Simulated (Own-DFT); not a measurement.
# Point defects and the pressure they add: B20 RuSi

Calculated, not measured: single-point runs of Own-DFT, a retired in-house plane-wave DFT program that no person has reviewed, on unrelaxed cells, without spin or spin-orbit coupling.

Common settings: PBE; PseudoDojo norm-conserving scalar-relativistic files; cutoff 50 hartree; 5 x 4 x 5 k mesh centred on Gamma; cold (Marzari-Vanderbilt) smearing of 0.2 eV.

Keep in mind (not all hold for every row): not probed for a lower state with spin; forces on such cells failed a check on a denser k mesh; stress not checked against mesh or cutoff.

All runs share one cell, with vectors in Å (4.709, 0.000, 4.709); (0.000, 9.417, 0.000); (-4.709, 0.000, 4.709) and a volume of 417.6 Å³. u is the rms random offset of the atoms per axis. The defect's site can differ from row to row.

| cell | formula | u (Å) | P (GPa) |
|---|---|---|---|
| no defect | Ru16Si16 | 0.0168 | 4.83 |
| no defect | Ru16Si16 | 0.0198 | 5.02 |
| no defect | Ru16Si16 | 0.0510 | 7.25 |
| one Ru vacancy | Ru15Si16 | 0.0282 | 2.75 |
| one Ru vacancy | Ru15Si16 | 0.0580 | 4.98 |
| one Ru vacancy | Ru15Si16 | 0.0587 | 4.95 |
| one Ru on a Si site | Ru17Si15 | 0.0307 | 7.88 |
| one Ru on a Si site | Ru17Si15 | 0.0483 | 10.19 |
| one Ru on a Si site | Ru17Si15 | 0.0500 | 10.38 |
| one Si on a Ru site | Ru15Si17 | 0.0295 | 5.91 |
| one Si on a Ru site | Ru15Si17 | 0.0307 | ? |
| one Si on a Ru site | Ru15Si17 | 0.0479 | 7.39 |
| one Si on a Ru site | Ru15Si17 | 0.0521 | 7.05 |
| one Si vacancy | Ru16Si15 | 0.0292 | 1.37 |
| one Si vacancy | Ru16Si15 | 0.0328 | 1.84 |
| one Si vacancy | Ru16Si15 | 0.0476 | 2.55 |

## Working it out

P = P0 + c u² + a shift for each defect gives P0 = 4.65 GPa, c = 964 ± 101 GPa/Å² and a scatter of 0.36 GPa. The shifts, and each times the cell's volume:

- one Ru on a Si site: 2.98 ± 0.30 GPa, 7.8 eV
- one Si on a Ru site: 0.25 ± 0.30 GPa, 0.7 eV (not resolved)
- one Ru vacancy: -2.86 ± 0.33 GPa, -7.5 eV
- one Si vacancy: -4.07 ± 0.29 GPa, -10.6 eV

Positive is outwards. The product with the volume (160.2 GPa Å³ to the eV) is nearly free of the cell's size; divided by the bulk modulus at the cell's pressure it gives the volume that the defect adds. The atoms around the defects weren't relaxed, which would change these numbers.

## Check

Question: what pressure belongs in the blank (one Si on a Ru site, u = 0.0307 Å)?

From the fit: 5.81 ± 0.42 GPa. The calculation gave 5.85 GPa.
